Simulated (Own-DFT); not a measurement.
# How strain changes the stress of wurtzite AlGaN with randomly placed atoms, 72 atoms (Al27Ga9N36)

These are calculations, not measurements. They come from Own-DFT, an in-house plane-wave density functional program, since retired, whose code no person has reviewed. Each row is one single-point run on a periodic cell that was not relaxed, without spin or spin-orbit coupling.

Settings of every run: PBE; PseudoDojo norm-conserving scalar-relativistic files (stringent for Ga); cutoff 96 hartree; 4 x 4 x 3 k mesh centred on Gamma; Gaussian smearing of 0.01 eV.

Known limits: forces on such cells passed a denser k mesh, each cell not checked; stress not checked against mesh or cutoff.

Unstrained cell vectors in Å: (9.394, 0.000, 0.000); (-4.697, 8.135, 0.000); (0.000, 0.000, 10.066). The unstrained cell has measured lattice constants (interpolated for alloys), not those of this functional. That, the random moves and any unrelaxed bonds set the pressure at no strain. Each run strains this cell uniformly, with the atoms carried along. Every atom was also moved at random, by a Gaussian of width 0.05 Å on each axis. The random placing of the alloy's atoms differs from row to row. Strain is the symmetric tensor, in per cent. Stress is positive in tension, and the pressure is minus a third of its trace.

| run | e_xx (%) | e_yy (%) | e_zz (%) | s_xx (GPa) | s_yy (GPa) | s_zz (GPa) | P (GPa) | E (meV/atom) |
|---|---|---|---|---|---|---|---|---|
| 1 | 3.00 | 3.00 | 0.00 | 9.42 | 6.20 | -1.54 | -4.69 | 21.4 |
| 2 | -2.00 | -2.00 | 0.00 | -17.08 | -20.74 | -10.55 | 16.12 | 51.1 |
| 3 | 2.75 | 2.75 | 0.00 | 7.44 | 7.87 | -2.30 | -4.33 | 6.6 |
| 4 | 1.75 | 1.75 | 0.00 | 2.86 | 2.80 | -5.67 | 0.00 | 18.9 |
| 5 | -3.00 | -3.00 | 0.00 | -29.11 | -24.66 | -11.86 | 21.88 | 93.5 |
| 6 | -1.00 | -1.00 | 0.00 | -13.44 | -10.34 | -9.30 | 11.03 | 24.6 |
| 7 | -2.25 | -2.25 | 0.00 | -22.00 | -21.34 | -9.61 | 17.65 | 62.4 |
| 8 | -0.25 | -0.25 | 0.00 | -6.61 | -6.54 | -7.74 | 6.96 | 0.0 |
| 9 | -2.50 | -2.50 | 0.00 | ? | ? | ? | ? | ? |

E is the free energy for each atom above the lowest run shown.

## Worked fit

The change of volume is close to e_xx + e_yy + e_zz. A straight line through the runs shown gives P = 7.64 - 217 x (fractional change of volume) GPa, with an error of 9 on the slope and a scatter of 1.07 GPa. The strain isn't the same on all axes and the cell isn't cubic, so the slope belongs to this path and is not the bulk modulus.

## Withheld run

Question: what pressure should run 9 give? Its volume changes by -4.94 %.

The line gives 18.4 GPa. The calculation gave 18.64 GPa.
